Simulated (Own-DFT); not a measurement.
# Computed records: Al$_{3}$GaN$_{4}$ (wurtzite random alloy, atoms displaced)

All values are calculated (Own-DFT development build). A calculation, not a measurement: plane-wave density functional theory by an unreviewed code, no spin, of a simulated periodic cell, stress positive in tension, run twice, with PBE and with PBEsol, both on files made for PBE, so the change isn't that of files made for PBEsol, forces on such cells passed a denser k mesh, this cell's mesh not checked; the far tail of each file's local potential was reset to the Coulomb form; each entry is a single point on an unrelaxed cell, so the pressure reflects the starting lattice, mostly measured values (interpolated for alloys), from which strain is counted, and rises with the displacements; printed positions are rounded, which can move forces by about a meV/angstrom; the program, named Own-DFT, is a retired in-house code; no spin-orbit coupling; stress was not checked against mesh or cutoff.

Al$_{3}$GaN$_{4}$ (wurtzite random alloy, atoms displaced)

```cif
# cell vector a (Å): 9.3938 0.0000 0.0000
# cell vector b (Å): -4.6969 8.1352 0.0000
# cell vector c (Å): 0.0000 0.0000 10.0655
data_Al3GaN4
_symmetry_space_group_name_H-M 'P 1'
_symmetry_Int_Tables_number 1
_cell_length_a 9.3938
_cell_length_b 9.3937
_cell_length_c 10.0655
_cell_angle_alpha 90.000
_cell_angle_beta 90.000
_cell_angle_gamma 120.000
_cell_volume 769.21
loop_
_atom_site_label
_atom_site_type_symbol
_atom_site_fract_x
_atom_site_fract_y
_atom_site_fract_z
_atom_site_occupancy
Ga1 Ga 0.11517 0.22119 0.00025 1
Al1 Al 0.22696 0.11160 0.24941 1
N1 N 0.11456 0.22256 0.19345 1
N2 N 0.22536 0.11429 0.43952 1
Al2 Al 0.11189 0.22226 0.49727 1
Al3 Al 0.22370 0.11270 0.75311 1
N3 N 0.11178 0.22647 0.69070 1
N4 N 0.22800 0.11812 0.93985 1
Al4 Al 0.11229 0.55862 0.00431 1
Al5 Al 0.22376 0.44673 0.24409 1
N5 N 0.10734 0.55807 0.18800 1
N6 N 0.23066 0.44457 0.44030 1
Ga2 Ga 0.10919 0.55327 0.49845 1
Ga3 Ga 0.22165 0.44044 0.74737 1
N7 N 0.11349 0.55182 0.68996 1
N8 N 0.22493 0.45127 0.94350 1
Al6 Al 0.10546 0.88660 0.99712 1
Al7 Al 0.22782 0.78039 0.24919 1
N9 N 0.11189 0.88762 0.18875 1
N10 N 0.22127 0.77091 0.43876 1
Al8 Al 0.12358 0.89110 0.50009 1
Ga4 Ga 0.21813 0.77702 0.74851 1
N11 N 0.11097 0.88912 0.69180 1
N12 N 0.21834 0.77814 0.93540 1
Al9 Al 0.43860 0.21768 0.99847 1
Al10 Al 0.56116 0.11423 0.24672 1
N13 N 0.44054 0.22149 0.18903 1
N14 N 0.55948 0.11504 0.44052 1
Ga5 Ga 0.44929 0.22028 0.49869 1
Al11 Al 0.55866 0.11644 0.74849 1
N15 N 0.44302 0.22265 0.68914 1
N16 N 0.55724 0.11145 0.94045 1
Al12 Al 0.44021 0.55159 0.00044 1
Al13 Al 0.55815 0.44512 0.24967 1
N17 N 0.44496 0.56201 0.19351 1
N18 N 0.55646 0.44562 0.44070 1
Ga6 Ga 0.44736 0.55712 0.50219 1
Ga7 Ga 0.56342 0.44698 0.75170 1
N19 N 0.44190 0.55321 0.69307 1
N20 N 0.55460 0.43974 0.94279 1
Ga8 Ga 0.44436 0.89365 0.00747 1
Al14 Al 0.55297 0.77487 0.24833 1
N21 N 0.44923 0.88485 0.18822 1
N22 N 0.55731 0.77446 0.44228 1
Ga9 Ga 0.44615 0.88959 0.50093 1
Al15 Al 0.55870 0.77790 0.75145 1
N23 N 0.44237 0.88856 0.69091 1
N24 N 0.55317 0.77456 0.94094 1
Al16 Al 0.77286 0.21972 0.00011 1
Al17 Al 0.88426 0.10941 0.25275 1
N25 N 0.77257 0.22404 0.19312 1
N26 N 0.88865 0.10664 0.43930 1
Al18 Al 0.77780 0.22067 0.50012 1
Al19 Al 0.88866 0.10967 0.75321 1
N27 N 0.77666 0.22242 0.69253 1
N28 N 0.89129 0.11031 0.93837 1
Al20 Al 0.77569 0.55341 0.99435 1
Al21 Al 0.88440 0.44360 0.24720 1
N29 N 0.78509 0.55827 0.19225 1
N30 N 0.88908 0.44857 0.44075 1
Al22 Al 0.77740 0.55672 0.49731 1
Al23 Al 0.89151 0.44821 0.75309 1
N31 N 0.77448 0.55439 0.69175 1
N32 N 0.89042 0.44382 0.94445 1
Al24 Al 0.77472 0.89078 0.00189 1
Al25 Al 0.89028 0.77814 0.24581 1
N33 N 0.77099 0.88686 0.18825 1
N34 N 0.89118 0.78041 0.43736 1
Al26 Al 0.77684 0.88812 0.50099 1
Al27 Al 0.88507 0.77538 0.74628 1
N35 N 0.77744 0.89386 0.69046 1
N36 N 0.88644 0.77374 0.93651 1
```

| Property | Result |
| --- | --- |
| functional | PBE, then PBEsol |
| potential files | PseudoDojo norm-conserving, scalar-relativistic, standard set |
| wave cutoff | 42 hartree |
| occupations | Fermi-Dirac |
| smearing width | 0.1 eV |
| k mesh | 4 x 4 x 3 centred on Gamma |
| PBE pressure | 5.07 GPa |
| PBE stress xx | -5.31 GPa |
| PBE stress yy | -4.94 GPa |
| PBE stress zz | -4.95 GPa |
| PBE stress yz | 0 GPa |
| PBE stress xz | 0.14 GPa |
| PBE stress xy | -1.03 GPa |
| PBEsol pressure | 1.94 GPa |
| PBEsol stress xx | -2.23 GPa |
| PBEsol stress yy | -1.85 GPa |
| PBEsol stress zz | -1.74 GPa |
| PBEsol stress yz | -0.01 GPa |
| PBEsol stress xz | 0.14 GPa |
| PBEsol stress xy | -1.04 GPa |
| rms change of force components from PBE to PBEsol | 0.068 eV/Å |

Force:
```csv
force element,PBE force x (eV/Å),PBE force y (eV/Å),PBE force z (eV/Å),PBEsol force x (eV/Å),PBEsol force y (eV/Å),PBEsol force z (eV/Å)
Ga,-1.083,0.899,0.457,-1.055,0.877,0.44
Al,-0.904,-0.359,0.369,-0.899,-0.365,0.358
N,-0.739,-0.315,0.522,-0.734,-0.321,0.371
N,-0.306,-1.079,-0.274,-0.161,-0.986,-0.217
Al,0.241,0.156,0.296,0.238,0.167,0.31
Al,-0.271,0.125,-0.93,-0.278,0.138,-0.929
N,0.185,-2.615,-0.661,0.184,-2.398,-0.593
N,0.308,-2.047,-0.547,0.128,-1.955,-0.473
Al,-0.08,0.024,-0.938,-0.08,0.023,-0.951
Al,-0.275,-0.101,1.016,-0.286,-0.088,1.008
N,0.728,-0.217,0.812,0.716,-0.211,0.824
N,-1.57,-1.055,-1.211,-1.527,-0.875,-1.098
Ga,0.889,-0.672,0.254,0.886,-0.634,0.262
Ga,-0.036,0.917,1.14,-0.03,0.895,1.102
N,-1.818,0.061,0.198,-1.648,0.136,0.138
N,-0.26,-0.28,0.308,-0.268,-0.443,0.192
Al,0.538,0.207,0.076,0.529,0.233,0.071
Al,-0.618,-0.524,-0.041,-0.606,-0.52,-0.049
N,0.177,0.472,-0.236,0.183,0.464,-0.232
N,-0.391,1.715,-0.842,-0.245,1.588,-0.718
Al,-1.653,-0.08,-0.199,-1.629,-0.083,-0.189
Ga,0.993,-0.33,0.012,0.99,-0.315,0.016
N,-1.294,0.733,-0.816,-1.131,0.634,-0.744
N,-0.329,-0.104,1.939,-0.195,-0.031,1.79
Al,1.216,0.742,0.46,1.22,0.734,0.463
Al,-1.443,-0.741,0.714,-1.467,-0.761,0.701
N,1.178,0.187,-0.121,1.183,0.196,-0.121
N,1.275,-0.538,-1.416,1.094,-0.604,-1.296
Ga,-1.198,0.875,0.325,-1.183,0.863,0.332
Al,-0.325,-0.99,0.185,-0.334,-0.99,0.176
N,0.319,-0.803,1.007,0.323,-0.631,0.88
N,-0.629,0.933,-0.383,-0.639,0.749,-0.325
Al,0.618,0.768,0.159,0.63,0.757,0.158
Al,-0.367,0.337,0.011,-0.375,0.332,-0.001
N,0.759,-1.419,-0.915,0.763,-1.421,-0.911
N,1.201,0.151,-0.942,1.038,0.068,-0.821
Ga,0.057,-0.463,0.298,0.036,-0.466,0.299
Ga,-1.963,-0.881,0.11,-1.927,-0.868,0.095
N,1.049,1.386,0.299,1.026,1.207,0.236
N,-0.37,0.213,0.929,-0.373,0.21,0.754
Ga,0.052,-1.158,-2.439,0.063,-1.135,-2.383
Al,0.668,0.292,0.943,0.663,0.296,0.947
N,-1.135,1.052,2.476,-1.134,1.062,2.249
N,0.29,1.43,-1.205,0.145,1.313,-1.09
Ga,0.273,-0.342,0.085,0.255,-0.357,0.107
Al,-1.054,-0.157,0.08,-1.062,-0.16,0.065
N,1.115,0.773,0.638,0.963,0.684,0.521
N,0.612,0.042,-0.197,0.473,0.114,-0.137
Al,0.985,0.502,-0.028,1.002,0.497,-0.019
Al,0.648,0.114,-0.6,0.642,0.118,-0.625
N,1.456,-0.139,-0.777,1.463,-0.133,-0.774
N,-0.49,0.701,0.292,-0.485,0.693,0.298
Al,0.405,0.606,0.278,0.418,0.61,0.286
Al,-0.07,0.717,-0.663,-0.066,0.734,-0.666
N,0.416,0.381,-0.269,0.425,0.384,-0.264
N,-1.184,-0.259,0.608,-1.035,-0.169,0.67
Al,0.315,0.117,1.106,0.316,0.117,1.1
Al,0.875,0.498,0.68,0.893,0.491,0.679
N,-1.519,-0.264,-0.987,-1.516,-0.26,-0.989
N,-0.693,-1.495,-0.655,-0.532,-1.403,-0.598
Al,0.037,0.359,0.087,0.032,0.362,0.108
Al,0.37,-0.537,-0.247,0.362,-0.536,-0.247
N,2.176,1.092,-1.032,1.986,0.973,-0.96
N,-0.253,-0.14,-0.525,-0.246,-0.138,-0.512
Al,0.315,-0.634,-0.646,0.325,-0.627,-0.649
Al,-0.231,0.294,0.633,-0.24,0.304,0.62
N,0.888,0.479,0.322,0.882,0.473,0.336
N,0.336,0.03,0.531,0.343,0.039,0.529
Al,0.513,-0.14,-0.231,0.511,-0.142,-0.223
Al,0.11,0.688,0.153,0.104,0.684,0.15
N,0.52,-0.749,-0.112,0.518,-0.742,-0.111
N,-0.554,0.554,0.276,-0.563,0.55,0.272
```
